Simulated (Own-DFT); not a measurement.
Simulation results for SiC (4H silicon carbide, atoms displaced)

A calculation, not a measurement: plane-wave PBE density functional theory by an unreviewed code, no spin, of a simulated periodic cell, stress positive in tension, free energy of the whole cell less one offset for each atom, forces on such cells passed a denser k mesh, this cell's mesh not checked; offsets are fitted by least squares, one for each functional and potential file, so energies compare only between cells with the same atoms and settings and are not formation energies; the far tail of each file's local potential was reset to the Coulomb form; each entry is a single point on an unrelaxed cell, so the pressure reflects the starting lattice, mostly measured values (interpolated for alloys), from which strain is counted, and rises with the displacements; printed positions are rounded, which can move forces by about a meV/angstrom; the program, named Own-DFT, is a retired in-house code; no spin-orbit coupling. Program: Own-DFT development build.

```yaml
- formula: SiC
  kind: "4H silicon carbide, atoms displaced"
  structure:
    cell_angstrom: [[12.3308, 0.0, 0.0], [-6.1654, 10.6788, 0.0], [0.0, 0.0, 10.0681]]
    atoms_fractional:
      - [Si, 0.99362, 0.99465, 0.40552]
      - [Si, 0.09824, 0.18228, 0.15284]
      - [C, 0.99973, 0.00611, 0.09106]
      - [C, 0.08409, 0.16026, 0.3404]
      - [Si, 0.01195, 0.2617, 0.40699]
      - [Si, 0.07847, 0.41406, 0.15333]
      - [C, 0.00115, 0.25306, 0.09642]
      - [C, 0.08481, 0.41896, 0.34165]
      - [Si, 0.00149, 0.49496, 0.40024]
      - [Si, 0.08533, 0.67328, 0.15919]
      - [C, 0.9955, 0.4989, 0.09343]
      - [C, 0.08439, 0.66185, 0.33352]
      - [Si, 0.99276, 0.74594, 0.40565]
      - [Si, 0.09024, 0.92087, 0.16224]
      - [C, 0.00342, 0.75736, 0.09923]
      - [C, 0.08484, 0.91944, 0.34564]
      - [Si, 0.25102, 0.99721, 0.39712]
      - [Si, 0.32905, 0.15728, 0.15969]
      - [C, 0.25925, 0.0061, 0.09555]
      - [C, 0.33438, 0.16949, 0.35321]
      - [Si, 0.24588, 0.24515, 0.40608]
      - [Si, 0.3297, 0.42138, 0.16112]
      - [C, 0.25184, 0.25346, 0.09801]
      - [C, 0.33564, 0.41817, 0.34588]
      - [Si, 0.25315, 0.50184, 0.40212]
      - [Si, 0.33591, 0.66777, 0.15442]
      - [C, 0.24963, 0.5016, 0.09364]
      - [C, 0.33878, 0.67715, 0.33308]
      - [Si, 0.25585, 0.75208, 0.41431]
      - [Si, 0.32853, 0.9189, 0.14484]
      - [C, 0.253, 0.74795, 0.09471]
      - [C, 0.32619, 0.91874, 0.34122]
      - [Si, 0.49903, 0.00216, 0.40529]
      - [Si, 0.58351, 0.17113, 0.1461]
      - [C, 0.48634, 0.9981, 0.09852]
      - [C, 0.59131, 0.17122, 0.34287]
      - [Si, 0.4946, 0.24154, 0.40973]
      - [Si, 0.58163, 0.41526, 0.14728]
      - [C, 0.50642, 0.26268, 0.0845]
      - [C, 0.58667, 0.41414, 0.34637]
      - [Si, 0.50506, 0.50113, 0.41231]
      - [Si, 0.57835, 0.65766, 0.15312]
      - [C, 0.49172, 0.49196, 0.0861]
      - [C, 0.57818, 0.66468, 0.3315]
      - [Si, 0.50243, 0.75479, 0.40254]
      - [Si, 0.583, 0.9148, 0.15926]
      - [C, 0.50181, 0.75444, 0.08676]
      - [C, 0.58941, 0.91568, 0.33203]
      - [Si, 0.74539, 0.00165, 0.39495]
      - [Si, 0.83866, 0.16273, 0.14502]
      - [C, 0.75474, 0.00333, 0.08756]
      - [C, 0.83313, 0.16349, 0.34419]
      - [Si, 0.74408, 0.2475, 0.3993]
      - [Si, 0.8311, 0.41781, 0.15077]
      - [C, 0.75126, 0.24778, 0.07819]
      - [C, 0.83187, 0.42003, 0.33371]
      - [Si, 0.74516, 0.49447, 0.39583]
      - [Si, 0.82496, 0.65709, 0.163]
      - [C, 0.74717, 0.50176, 0.09532]
      - [C, 0.82858, 0.65932, 0.33917]
      - [Si, 0.74562, 0.74998, 0.40688]
      - [Si, 0.84225, 0.92107, 0.15843]
      - [C, 0.7506, 0.75286, 0.0969]
      - [C, 0.83566, 0.91824, 0.35231]
      - [Si, 0.99437, 0.98648, 0.91255]
      - [Si, 0.91527, 0.83971, 0.6575]
      - [C, 0.01386, 0.00667, 0.5893]
      - [C, 0.91367, 0.82747, 0.84107]
      - [Si, 0.00284, 0.75318, 0.90403]
      - [Si, 0.9204, 0.58195, 0.66131]
      - [C, 0.00682, 0.75496, 0.58333]
      - [C, 0.92252, 0.58309, 0.83982]
      - [Si, 0.00675, 0.50647, 0.90448]
      - [Si, 0.91423, 0.33969, 0.66527]
      - [C, 0.9918, 0.4897, 0.59729]
      - [C, 0.9163, 0.33211, 0.82707]
      - [Si, 0.99758, 0.25302, 0.91251]
      - [Si, 0.91736, 0.08084, 0.65539]
      - [C, 0.99507, 0.24535, 0.58734]
      - [C, 0.91681, 0.08766, 0.84831]
      - [Si, 0.75285, 0.00123, 0.91174]
      - [Si, 0.6786, 0.84694, 0.65831]
      - [C, 0.75402, 0.0061, 0.58606]
      - [C, 0.66151, 0.8335, 0.83956]
      - [Si, 0.75142, 0.75119, 0.89977]
      - [Si, 0.6677, 0.58122, 0.6556]
      - [C, 0.74924, 0.7465, 0.59756]
      - [C, 0.66428, 0.5856, 0.84313]
      - [Si, 0.74906, 0.5078, 0.90632]
      - [Si, 0.66577, 0.33961, 0.66024]
      - [C, 0.74448, 0.50548, 0.6025]
      - [C, 0.67314, 0.34275, 0.84171]
      - [Si, 0.75444, 0.2505, 0.89384]
      - [Si, 0.6637, 0.0818, 0.66366]
      - [C, 0.74849, 0.24367, 0.57734]
      - [C, 0.66088, 0.08584, 0.84382]
      - [Si, 0.49812, 0.00687, 0.91477]
      - [Si, 0.4179, 0.83051, 0.65475]
      - [C, 0.49624, 0.99751, 0.59192]
      - [C, 0.42255, 0.82573, 0.84895]
      - [Si, 0.50455, 0.75699, 0.908]
      - [Si, 0.41267, 0.59006, 0.6639]
      - [C, 0.50362, 0.7514, 0.58861]
      - [C, 0.42166, 0.58682, 0.83558]
      - [Si, 0.49886, 0.50111, 0.90929]
      - [Si, 0.4188, 0.34116, 0.64593]
      - [C, 0.49351, 0.50251, 0.58695]
      - [C, 0.41322, 0.33036, 0.84283]
      - [Si, 0.48661, 0.24118, 0.89405]
      - [Si, 0.41495, 0.07459, 0.66233]
      - [C, 0.50045, 0.24377, 0.59626]
      - [C, 0.40546, 0.07193, 0.83918]
      - [Si, 0.25232, 0.99821, 0.90865]
      - [Si, 0.15526, 0.82389, 0.65937]
      - [C, 0.2519, 0.002, 0.60402]
      - [C, 0.1582, 0.82632, 0.83689]
      - [Si, 0.26059, 0.75962, 0.91622]
      - [Si, 0.16027, 0.58068, 0.66477]
      - [C, 0.25411, 0.75519, 0.5849]
      - [C, 0.17155, 0.59016, 0.84316]
      - [Si, 0.24852, 0.50541, 0.90749]
      - [Si, 0.16043, 0.32747, 0.66158]
      - [C, 0.25425, 0.50022, 0.602]
      - [C, 0.17195, 0.33712, 0.84234]
      - [Si, 0.24714, 0.24632, 0.89959]
      - [Si, 0.16372, 0.08044, 0.65854]
      - [C, 0.24626, 0.24631, 0.59938]
      - [C, 0.16901, 0.08895, 0.84018]
  settings:
    functional: PBE
    potential_files: "PseudoDojo norm-conserving, scalar-relativistic, standard set"
    "wave_cutoff [hartree]": 42.0
    occupations: Fermi-Dirac
    "smearing_width [eV]": 0.1
    hardware: "one NVIDIA H200"
    k_mesh: "3 x 3 x 3 centred on Gamma"
  results:
    "free_energy_of_cell_above_offsets [eV]": "-6.983"
    "pressure [GPa]": 5.92
    "stress_xx [GPa]": -4.68
    "stress_yy [GPa]": -3.71
    "stress_zz [GPa]": -9.38
    "stress_yz [GPa]": -0.19
    "stress_xz [GPa]": -0.35
    "stress_xy [GPa]": -0.68
    force_element: [Si, Si, C, C, Si, Si, C, C, Si, Si, C, C, Si, Si, C, C, Si, Si, C, C, Si, Si, C, C, Si, Si, C, C, Si, Si, C, C, Si, Si, C, C, Si, Si, C, C, Si, Si, C, C, Si, Si, C, C, Si, Si, C, C, Si, Si, C, C, Si, Si, C, C, Si, Si, C, C, Si, Si, C, C, Si, Si, C, C, Si, Si, C, C, Si, Si, C, C, Si, Si, C, C, Si, Si, C, C, Si, Si, C, C, Si, Si, C, C, Si, Si, C, C, Si, Si, C, C, Si, Si, C, C, Si, Si, C, C, Si, Si, C, C, Si, Si, C, C, Si, Si, C, C, Si, Si, C, C]
    "force_x [eV/angstrom]": [1.961, -2.426, 2.241, -1.009, -0.986, -0.047, 0.861, 1.202, -2.092, 0.356, 0.807, -0.296, 1.723, -1.845, -0.222, -0.417, -2.031, 0.231, -2.664, 0.111, -0.238, 1.582, 1.979, -0.081, 0.034, 0.152, -0.795, 0.324, -1.654, 1.269, -1.549, 3.291, 0.152, 0.369, 3.547, -3.387, 1.587, -0.698, -0.467, -2.446, -0.738, -0.015, 0.144, 0.745, 0.39, -0.339, 0.51, -2.328, 2.227, -2.389, -0.414, 0.222, 3.283, 0.173, 0.233, 1.264, 1.052, 0.318, 0.497, -0.736, 0.438, -1.507, 0.385, -1.48, -0.222, 1.77, -3.876, 0.247, -0.433, -1.833, -2.493, -1.542, -0.506, 0.568, 0.565, 0.768, 1.48, -0.076, 0.441, 0.742, -0.911, -1.303, -0.395, 2.219, -1.555, -3.272, -0.442, 0.118, 1.257, 1.02, 3.861, -0.713, -1.709, 0.234, -0.795, 1.004, 1.205, -0.022, 1.302, -3.921, 1.707, 1.842, 0.01, -0.729, -0.282, -0.091, 1.305, -0.259, 2.099, -1.308, -0.948, 1.793, -2.933, 2.743, -0.312, 2.139, -0.906, 1.54, -0.744, -0.503, 1.999, 0.306, -2.542, -1.752, -0.053, 2.837, 0.143, -0.241]
    "force_y [eV/angstrom]": [1.912, -3.433, 0.118, 1.423, -3.774, 1.719, 0.127, 0.21, 1.164, -1.229, 0.892, 0.739, 0.105, 0.099, -1.01, -1.075, 1.44, 5.283, -1.907, -1.612, 0.946, -1.168, 0.291, -0.445, 1.022, 0.471, 0.068, -1.31, -0.112, -2.472, 1.06, -1.101, -0.137, 0.099, 1.483, -2.161, 1.694, 1.248, -4.524, -1.089, -0.062, 1.725, 1.405, 0.099, -1.187, 0.851, -1.177, 0.113, 0.607, 1.272, -1.741, 1.932, 1.524, -1.079, 0.293, -1.261, 1.036, 3.23, -0.549, 1.295, -0.742, -1.048, -0.798, -0.99, 3.392, -0.849, -2.251, 0.699, -1.794, 0.514, -2.048, 0.924, -1.181, -4.155, 3.424, 0.639, 0.145, 1.366, 1.501, -1.31, -0.265, -2.212, -0.813, 1.465, -0.286, 1.156, 1.439, -0.083, -0.956, -1.26, -1.478, -1.774, 1.14, 0.561, 1.564, -0.741, -1.787, 0.327, -0.378, 3.373, -2.7, -0.417, 0.749, 0.126, -0.796, -2.451, 1.071, 1.165, 2.029, 1.033, 0.876, 1.397, -0.434, 3.151, -1.59, 1.605, -1.734, 0.377, -1.651, 0.159, -0.7, 0.749, -0.375, -0.246, 1.858, 1.428, 0.761, -3.256]
    "force_z [eV/angstrom]": [0.203, 1.052, 1.252, -0.071, -0.41, 0.432, -0.88, -0.501, 0.706, -2.015, -0.821, 3.907, -1.785, -0.847, -1.24, -0.179, 4.024, 0.675, -1.779, -2.132, 1.227, -0.678, -1.668, 0.018, 1.511, -0.733, -0.016, 2.463, -4.506, 3.687, 0.138, -1.001, -0.896, 0.873, -0.889, -1.821, 0.146, 2.061, -0.165, -1.186, -2.756, -1.446, 2.091, 2.919, -0.243, -3.177, 1.598, 2.915, 2.017, 2.652, 1.999, -1.922, -0.091, -0.565, 1.458, 1.358, 2.661, -2.065, -1.42, 2.319, -0.488, 0.318, -0.937, -1.663, -1.505, -1.648, 0.532, 0.12, 1.443, -2.38, 2.083, 2.028, 0.469, -7.501, -1.751, 7.74, -2.159, -0.348, 1.905, -0.624, -2.548, -1.45, 0.899, 0.997, 1.649, 0.738, -0.761, 0.245, -0.297, -1.758, -2.706, 0.691, 0.779, -3.002, 4.204, 0.936, -1.189, 0.245, 0.434, -1.591, -0.474, -3.259, 0.415, 4.256, -2.433, 1.576, 2.353, -1.128, 1.025, -2.5, 0.279, 1.969, -1.484, -2.345, -1.77, 2.88, -2.525, -2.891, 4.456, 1.635, -1.039, -1.675, -1.583, 1.819, 1.483, -0.22, -1.307, 1.879]
    "wall_time [s]": 549.9
```
